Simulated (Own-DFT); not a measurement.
# Which defects push the lattice out? 4H SiC

Calculated, not measured: single-point runs of Own-DFT, a retired in-house plane-wave DFT program that no person has reviewed, on unrelaxed cells, without spin or spin-orbit coupling.

Settings: PBE; PseudoDojo norm-conserving scalar-relativistic files; cutoff 42 hartree; 4 x 4 x 3 k mesh centred on Gamma; Fermi-Dirac smearing of 0.1 eV.

Limits (not all hold for every row): not probed for a lower state with spin; forces on such cells failed a check on a denser k mesh; forces on such cells passed a denser k mesh, each cell not checked; stress not checked against mesh or cutoff.

All runs share one cell, with vectors in Å (9.248, 0.000, 0.000); (-4.624, 8.009, 0.000); (0.000, 0.000, 10.068) and a volume of 745.7 Å³. The atoms are randomly displaced, by u rms on each axis. The defect's site can differ from row to row.

| cell | formula | u (Å) | P (GPa) |
|---|---|---|---|
| no defect | C36Si36 | 0.0287 | 3.65 |
| no defect | C36Si36 | 0.0598 | 6.14 |
| no defect | C36Si36 | 0.0616 | 6.61 |
| one C vacancy | C35Si36 | 0.0308 | 3.81 |
| one C vacancy | C35Si36 | 0.0509 | 5.20 |
| one C vacancy | C35Si36 | 0.0525 | 5.09 |
| two N on a C site each | C34N2Si36 | 0.0310 | 2.68 |
| two N on a C site each | C34N2Si36 | 0.0501 | 3.96 |
| two N on a C site each | C34N2Si36 | 0.0525 | 3.98 |
| two Al on a Si site each | Al2C36Si34 | 0.0301 | 5.91 |
| two Al on a Si site each | Al2C36Si34 | 0.0304 | 6.00 |
| two Al on a Si site each | Al2C36Si34 | 0.0500 | ? |
| two Al on a Si site each | Al2C36Si34 | 0.0532 | 7.49 |
| one Al on a Si site and one N on a C site | AlC35NSi35 | 0.0497 | 5.74 |
| one Al on a Si site and one N on a C site | AlC35NSi35 | 0.0505 | 5.28 |
| one Al on a Si site and one N on a C site | AlC35NSi35 | 0.0528 | 5.38 |

## Working it out

P = P0 + c u² + a shift for each defect gives P0 = 3.13 GPa, c = 853 ± 62 GPa/Å² and a scatter of 0.21 GPa. The shifts, and each times the cell's volume:

- two Al on a Si site each: 2.01 ± 0.19 GPa, 9.3 eV (4.7 eV for each of its 2 sites)
- one Al on a Si site and one N on a C site: 0.11 ± 0.17 GPa, 0.5 eV (not resolved)
- one C vacancy: -0.22 ± 0.18 GPa, -1.0 eV (not resolved)
- two N on a C site each: -1.36 ± 0.18 GPa, -6.3 eV (-3.2 eV for each of its 2 sites)

A positive shift means that the defect pushes the cell outwards. Shift times volume (160.2 GPa Å³ is 1 eV) depends little on the cell's size, so, taken for each site, it can be compared between cells at like pressure. The atoms around the defects weren't relaxed, which would change these numbers.

## Withheld run

The question: what pressure belongs in the blank (two Al on a Si site each, u = 0.0500 Å)?

Estimate: 7.28 ± 0.25 GPa. The run itself gave 7.41 GPa.
